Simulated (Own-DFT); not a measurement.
## Calculated data, GaN (wurtzite, strained, atoms displaced)

All values are calculated (Own-DFT development build). A calculation, not a measurement: plane-wave PBE density functional theory by an unreviewed code, no spin, of a simulated periodic cell, stress positive in tension, free energy of the whole cell less one offset for each atom, forces on such cells passed a denser k mesh, this cell's mesh not checked; offsets are fitted by least squares, one for each functional and potential file, so energies compare only between cells with the same atoms and settings and are not formation energies; the far tail of each file's local potential was reset to the Coulomb form; each entry is a single point on an unrelaxed cell, so the pressure reflects the starting lattice, mostly measured values (interpolated for alloys), from which strain is counted, and rises with the displacements; printed positions are rounded, which can move forces by about a meV/angstrom; the program, named Own-DFT, is a retired in-house code; no spin-orbit coupling.

## GaN (wurtzite, strained, atoms displaced)

```cif
# cell vector a (Å): 12.7560 0.0000 0.0000
# cell vector b (Å): -4.7835 8.2853 0.0000
# cell vector c (Å): 0.0000 0.0000 10.5256
data_GaN
_symmetry_space_group_name_H-M 'P 1'
_symmetry_Int_Tables_number 1
_cell_length_a 12.7560
_cell_length_b 9.5670
_cell_length_c 10.5256
_cell_angle_alpha 90.000
_cell_angle_beta 90.000
_cell_angle_gamma 120.000
_cell_volume 1112.42
loop_
_atom_site_label
_atom_site_type_symbol
_atom_site_fract_x
_atom_site_fract_y
_atom_site_fract_z
_atom_site_occupancy
Ga1 Ga 0.07844 0.21598 0.99791 1
Ga2 Ga 0.16216 0.10796 0.24856 1
N1 N 0.07948 0.21268 0.19555 1
N2 N 0.16539 0.11704 0.43805 1
Ga3 Ga 0.08765 0.23164 0.50215 1
Ga4 Ga 0.17118 0.10335 0.74466 1
N3 N 0.08740 0.22688 0.69276 1
N4 N 0.16612 0.10818 0.93731 1
Ga5 Ga 0.08427 0.54995 0.99487 1
Ga6 Ga 0.16818 0.44654 0.24813 1
N5 N 0.08418 0.55332 0.19679 1
N6 N 0.17432 0.44572 0.43514 1
Ga7 Ga 0.07782 0.54434 0.50329 1
Ga8 Ga 0.15795 0.44293 0.75144 1
N7 N 0.08168 0.54939 0.68910 1
N8 N 0.16297 0.43692 0.94492 1
Ga9 Ga 0.08805 0.88751 0.99568 1
Ga10 Ga 0.17375 0.78566 0.24500 1
N9 N 0.08499 0.87877 0.19053 1
N10 N 0.16837 0.77342 0.43616 1
Ga11 Ga 0.08751 0.89136 0.50092 1
Ga12 Ga 0.16319 0.77406 0.74948 1
N11 N 0.07554 0.88568 0.68475 1
N12 N 0.16361 0.77959 0.94309 1
Ga13 Ga 0.32824 0.21198 0.99921 1
Ga14 Ga 0.42029 0.11045 0.25552 1
N13 N 0.32789 0.21971 0.19069 1
N14 N 0.41820 0.10902 0.43807 1
Ga15 Ga 0.32774 0.21676 0.49984 1
Ga16 Ga 0.41523 0.11600 0.75139 1
N15 N 0.33145 0.21828 0.69814 1
N16 N 0.42210 0.11150 0.93718 1
Ga17 Ga 0.33304 0.55206 0.99423 1
Ga18 Ga 0.41231 0.44393 0.24654 1
N17 N 0.34157 0.55623 0.18935 1
N18 N 0.42050 0.44255 0.42853 1
Ga19 Ga 0.33597 0.56208 0.50127 1
Ga20 Ga 0.41276 0.43640 0.74847 1
N19 N 0.33632 0.55753 0.68276 1
N20 N 0.41188 0.44100 0.93791 1
Ga21 Ga 0.33248 0.89057 0.99104 1
Ga22 Ga 0.41785 0.76574 0.25317 1
N21 N 0.34114 0.89324 0.18739 1
N22 N 0.41859 0.77699 0.43750 1
Ga23 Ga 0.33821 0.88470 0.49570 1
Ga24 Ga 0.42615 0.79065 0.74485 1
N23 N 0.33651 0.88149 0.68119 1
N24 N 0.42370 0.78766 0.93118 1
Ga25 Ga 0.58820 0.22014 0.99963 1
Ga26 Ga 0.66309 0.11316 0.25394 1
N25 N 0.59211 0.22651 0.19007 1
N26 N 0.66907 0.11792 0.44435 1
Ga27 Ga 0.58643 0.22401 0.50185 1
Ga28 Ga 0.66504 0.10589 0.75407 1
N27 N 0.58768 0.21897 0.69230 1
N28 N 0.66889 0.11382 0.93971 1
Ga29 Ga 0.57980 0.55211 0.98621 1
Ga30 Ga 0.66535 0.44044 0.24969 1
N29 N 0.57457 0.54699 0.18997 1
N30 N 0.66361 0.44412 0.43239 1
Ga31 Ga 0.57772 0.54915 0.50024 1
Ga32 Ga 0.66986 0.44894 0.74133 1
N31 N 0.59137 0.56863 0.68992 1
N32 N 0.66881 0.44131 0.94380 1
Ga33 Ga 0.58260 0.89625 0.00583 1
Ga34 Ga 0.67170 0.78309 0.25456 1
N33 N 0.57997 0.88032 0.19321 1
N34 N 0.67079 0.78316 0.43345 1
Ga35 Ga 0.58968 0.88900 0.49961 1
Ga36 Ga 0.65949 0.76773 0.75589 1
N35 N 0.57942 0.89487 0.67956 1
N36 N 0.66618 0.78178 0.93470 1
Ga37 Ga 0.82978 0.21618 0.99736 1
Ga38 Ga 0.91738 0.11730 0.24816 1
N37 N 0.83406 0.22054 0.19418 1
N38 N 0.91613 0.10324 0.43728 1
Ga39 Ga 0.83687 0.22177 0.49901 1
Ga40 Ga 0.91731 0.11862 0.74641 1
N39 N 0.83415 0.21697 0.68241 1
N40 N 0.91119 0.10528 0.94257 1
Ga41 Ga 0.83828 0.56156 0.99352 1
Ga42 Ga 0.90908 0.44283 0.25317 1
N41 N 0.83151 0.55840 0.18442 1
N42 N 0.90780 0.44107 0.44124 1
Ga43 Ga 0.83690 0.55324 0.49172 1
Ga44 Ga 0.91631 0.45833 0.75026 1
N43 N 0.82776 0.54188 0.68486 1
N44 N 0.92092 0.45471 0.93403 1
Ga45 Ga 0.83345 0.89230 0.00580 1
Ga46 Ga 0.91119 0.77332 0.24891 1
N45 N 0.83402 0.88752 0.18578 1
N46 N 0.91389 0.78270 0.44409 1
Ga47 Ga 0.83475 0.88682 0.50182 1
Ga48 Ga 0.91215 0.76965 0.74931 1
N47 N 0.83844 0.88519 0.68452 1
N48 N 0.92376 0.78200 0.94015 1
```

Here we set functional PBE, potential files PseudoDojo norm-conserving, scalar-relativistic, standard set with the stringent files for Ga, wave cutoff 96 hartree, occupations Gaussian, smearing width 0.01 eV and k mesh 3 x 4 x 3 centred on Gamma.

Results for GaN (wurtzite, strained, atoms displaced): free energy of cell above offsets -5.484 eV; pressure 4.18 GPa; stress xx -7.31 GPa; stress yy -5 GPa; stress zz -0.21 GPa; stress yz -0.04 GPa; stress xz -0.35 GPa; stress xy 1.36 GPa.

Force:
```csv
element,x (eV/Å),y (eV/Å),z (eV/Å)
Ga,0.477,-0.451,0.923
Ga,0.866,-0.819,0.39
N,-0.117,1.458,-1.653
N,0.47,-0.864,0.347
Ga,-0.364,-1.067,-0.01
Ga,-2.552,0.094,1.235
N,0.165,-0.713,-0.442
N,-0.286,-0.054,-0.54
Ga,-0.766,0.72,1.891
Ga,0.5,-0.477,0.066
N,-0.704,0.127,-1.344
N,-1.373,0.192,0.343
Ga,0.538,1.149,-1.242
Ga,2.555,-0.003,0.448
N,-1.22,0.987,-0.255
N,0.427,0.539,-1.144
Ga,-1.679,0.715,1.718
Ga,0.68,-1.269,0.899
N,-1.77,1.182,-0.715
N,-0.377,0.035,0.493
Ga,-0.384,-0.44,-1.002
Ga,0.678,0.628,-0.395
N,1.602,-0.336,0.438
N,2.05,-1.252,-1.703
Ga,0.547,0.88,0.914
Ga,-0.514,0.484,-1.005
N,0.902,-0.43,-0.609
N,-0.303,0.239,0.75
Ga,0.909,0.731,-0.503
Ga,2.11,-1.288,-0.23
N,0.547,0.43,-2.155
N,-0.775,0.292,-0.056
Ga,-0.167,1.115,0.764
Ga,1.73,-1.178,0.243
N,-2.7,-0.344,-1.587
N,-1.255,-0.375,1.985
Ga,0.831,-0.856,-0.312
Ga,-0.403,1.672,0.302
N,-0.342,-0.245,1.317
N,0.557,-0.641,-0.85
Ga,0.843,-0.249,1.306
Ga,-0.939,1.419,-0.119
N,0.089,-0.579,-0.52
N,0.901,0.14,-0.257
Ga,-1.094,0.223,0.215
Ga,-0.836,-2.047,0.625
N,-2.09,1.142,0.851
N,-0.684,-1.126,0.434
Ga,-1.025,0.752,0.682
Ga,1.384,-1.072,0.62
N,-1.451,-0.817,-0.859
N,0.405,-0.881,-0.985
Ga,-0.459,0.03,0.315
Ga,0.772,0.602,-0.783
N,-1.546,0.757,-0.45
N,0.159,-0.605,-0.403
Ga,0.463,0.226,2.246
Ga,-1.03,1.245,-0.642
N,1.438,1.143,-1.033
N,0.681,0.109,1.265
Ga,0.704,1.129,-0.658
Ga,-0.653,-1.366,1.542
N,-0.756,-3.387,-1.104
N,-0.336,0.584,-1.534
Ga,0.649,-1.061,0.219
Ga,-0.33,-1.498,-1.181
N,0.414,1.559,-0.607
N,0.027,-0.872,1.266
Ga,-0.74,0.539,-0.625
Ga,0.444,3.567,-0.75
N,2.403,-0.231,0.838
N,-0.015,-0.128,0.998
Ga,0.497,1.504,0.976
Ga,0.411,-1.286,0.99
N,-1.191,0.351,-1.195
N,-0.079,1.538,0.01
Ga,-0.242,-0.878,0.013
Ga,1.013,-1.674,0.435
N,-1.027,1.113,1.063
N,0.361,0.947,-1.071
Ga,-0.685,-0.185,1.19
Ga,1.048,0.548,-0.624
N,0.358,-0.647,0.16
N,2.607,-0.46,-0.829
Ga,-2.703,1.299,1.039
Ga,1.505,-2.497,0.15
N,-0.183,2.169,-0.951
N,0.261,-1.471,0.224
Ga,0.297,-1.316,-0.972
Ga,1.089,0.66,0.578
N,-0.254,0.556,0.549
N,2.042,-1.285,-1.384
Ga,-0.909,0.357,0.384
Ga,-0.29,0.439,0.302
N,-1.584,0.434,1.089
N,-1.218,-0.025,-0.75
```
